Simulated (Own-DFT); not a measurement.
# Cleaving wurtzite AlN, m plane (10-10)

No measurement is shown. These are fixed-geometry runs of a retired plane-wave code named Own-DFT, which no person has reviewed; spin and spin-orbit coupling are neglected.

Known weak points (not all hold for every row): some atoms lie very close together; k mesh not checked against a denser one.

Both sets of runs: PBE; PseudoDojo norm-conserving scalar-relativistic files; cutoff 42 hartree; Gaussian smearing of 0.01 eV. The slab has 128 atoms in 16 layers, two equal faces of 62.02 Å² as cut, 15 Å of vacuum, a dipole correction along the normal and a 6 x 3 x 1 mesh. The bulk cell has 72 atoms, the same measured lattice constants and a 4 x 4 x 3 mesh. In the slab only the 32 atoms nearest the faces were moved at random; u is their rms move along one axis. Energies are counted from -174.06 eV for each atom.

| slab run | u (Å) | E (eV, cell) |
|---|---|---|
| 1 | 0.0440 | 20.797 |
| 2 | 0.0445 | 20.943 |
| 3 | 0.0496 | 20.566 |
| 4 | 0.0510 | 19.834 |
| 5 | 0.0512 | 21.181 |
| 6 | 0.0530 | 21.207 |
| 7 | 0.0541 | 21.720 |
| 8 | 0.0544 | 21.456 |
| 9 | 0.0938 | 26.269 |
| 10 | 0.0983 | 27.163 |
| 11 | 0.1031 | 27.718 |
| 12 | 0.1140 | 34.585 |

| bulk run | u (Å) | E (meV/atom) |
|---|---|---|
| 1 | 0.0185 | -4.71 |
| 2 | 0.0205 | -1.40 |
| 3 | 0.0209 | -0.83 |
| 4 | 0.0211 | -0.12 |
| 5 | 0.0212 | -0.29 |
| 6 | 0.0920 | 264.89 |
| 7 | 0.0933 | 257.98 |
| 8 | 0.0945 | 277.33 |
| 9 | 0.0989 | 267.59 |
| 10 | 0.1033 | 341.12 |

Question: what is the energy of the unrelaxed surface?

## Solution

Take each set to u = 0 with E = a + b u². Residuals are scaled by 1/(u² + 0.0006 Å²) to tame the large moves. Slab: a = 18.61 ± 0.38 eV. Bulk: a = -14.9 ± 0.7 meV/atom. The excess is 18.61 - 128 x (-0.0149) = 20.51 ± 0.39 eV. Over two faces that is 165 meV/Å², or 2.65 ± 0.05 J/m². Relaxing the faces would lower the energy, and the unlike meshes and the reach from the smallest u down to zero add errors that aren't counted here.
